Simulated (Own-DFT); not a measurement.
# Biaxial strain at fixed height in grey tin, 32 atoms (Sn32)

No measurement is shown. These are fixed-geometry runs of a retired plane-wave code named Own-DFT, which no person has reviewed; spin and spin-orbit coupling are neglected.

Common settings: PBE; PseudoDojo norm-conserving scalar-relativistic files; cutoff 42 hartree; 3 x 3 x 5 k mesh centred on Gamma; cold (Marzari-Vanderbilt) smearing of 0.2 eV.

Known weak points: forces on such cells failed a check on a denser k mesh; stress not checked against mesh or cutoff.

Unstrained cell vectors in Å: (12.978, 0.000, 0.000); (0.000, 12.978, 0.000); (0.000, 0.000, 6.489). The unstrained cell has measured lattice constants (interpolated for alloys), not those of this functional. That, the random moves and any unrelaxed bonds set the pressure at no strain. Each run strains x and y alike by e, as a substrate would, and holds the height along z. Each coordinate of each atom was shifted by a normal deviate of width 0.05 Å. Stress is positive in tension.

```
e (%),u (Å),(s_xx + s_yy)/2 (GPa),s_zz (GPa)
-2.25,0.044,-6.33,-5.66
-2.25,0.047,-6.43,-5.84
-1.75,0.049,-5.73,-5.13
-1.75,0.050,-5.66,-5.17
-0.75,0.046,-4.48,-4.35
-0.75,0.050,-4.52,-4.18
-0.25,0.051,-3.94,-3.85
-0.25,0.053,-3.90,-3.85
0.50,0.051,-2.98,-3.08
0.50,0.047,-2.99,-3.12
1.50,0.052,?,?
2.00,0.055,-1.59,-2.11
```

## Fit

With e as a fraction, the in-plane stress is -3.6 + 112 e - 520 e² GPa (errors 1 and 95, scatter 0.06), and s_zz is -3.6 + 84 e - 493 e² GPa (slope ± 2, scatter 0.08). At e = 0 the first slope is C11 + C12 and the second 2 C12, both with the ions held to the strained lattice and at the cell's own pressure. The term in e² is negative: the layer stiffens under compression and softens under tension. A free layer would change its height as e changes, and the in-plane slope would drop by 2 C12²/C11 to the biaxial modulus. At fixed height, a misfit of 1 % moves the in-plane stress by about 1.1 GPa and s_zz by 0.8 GPa.

## Withheld run

Q: what are the two stresses at e = 1.50 %?

Estimate: -2.0 and -2.4 GPa. The run itself gave -2.12 and -2.48 GPa.
